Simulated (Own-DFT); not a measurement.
# What a defect does to the pressure of its cell: zincblende InP

The numbers are computed, not measured, by runs of the plane-wave DFT program Own-DFT (in-house, retired, unreviewed) at fixed positions, with no spin and no spin-orbit coupling.

All runs used: PBE; PseudoDojo norm-conserving scalar-relativistic files; cutoff 36 hartree; 2 x 3 x 3 k mesh centred on Gamma; Fermi-Dirac smearing of 0.1 eV.

Known weak points (not all hold for every row): not probed for a lower state with spin; forces on such cells failed a check on a denser k mesh; forces not confirmed at this smearing and k mesh; stress not checked against mesh or cutoff.

All runs share one cell, with vectors in Å (17.606, 0.000, 0.000); (0.000, 11.737, 0.000); (0.000, 0.000, 11.737) and a volume of 2425.5 Å³. The atoms are randomly displaced, by u rms on each axis. The defect's site can differ from row to row.

| cell | formula | u (Å) | P (GPa) |
|---|---|---|---|
| no defect | In48P48 | 0.0192 | 3.20 |
| no defect | In48P48 | 0.0195 | 3.20 |
| no defect | In48P48 | 0.0529 | 3.61 |
| two P on an In site each | In46P50 | 0.0294 | 3.02 |
| two P on an In site each | In46P50 | 0.0306 | 3.01 |
| two P on an In site each | In46P50 | 0.0479 | 3.27 |
| two P vacancies | In48P46 | 0.0468 | 3.38 |
| two P vacancies | In48P46 | 0.0526 | 3.40 |
| two P vacancies | In48P46 | 0.0548 | 3.52 |
| one P on an In site | In47P49 | 0.0275 | ? |
| one P on an In site | In47P49 | 0.0295 | 3.16 |
| one P on an In site | In47P49 | 0.0467 | 3.42 |
| one P on an In site | In47P49 | 0.0485 | 3.48 |
| one In on a P site and one P on an In site | In48P48 | 0.0292 | 3.55 |
| one In on a P site and one P on an In site | In48P48 | 0.0299 | 3.52 |
| one In on a P site and one P on an In site | In48P48 | 0.0502 | 3.84 |

## Analysis

P = P0 + c u² + a shift for each defect gives P0 = 3.12 GPa, c = 181 ± 9 GPa/Å² and a scatter of 0.03 GPa. The shifts, and each times the cell's volume:

- one In on a P site and one P on an In site: 0.26 ± 0.02 GPa, 3.9 eV
- one P on an In site: -0.10 ± 0.02 GPa, -1.4 eV
- two P vacancies: -0.17 ± 0.03 GPa, -2.5 eV (-1.3 eV for each of its 2 sites)
- two P on an In site each: -0.27 ± 0.02 GPa, -4.1 eV (-2.0 eV for each of its 2 sites)

Against the defect-free cell, a freed cell would be larger where the shift is positive and smaller where it is negative (160.2 GPa Å³ is 1 eV). The atoms around the defects weren't relaxed, which would change these numbers.

## Test on the hidden row

Q: what pressure belongs in the blank (one P on an In site, u = 0.0275 Å)?

The fitted form gives 3.16 ± 0.03 GPa. DFT gave 3.16 GPa.
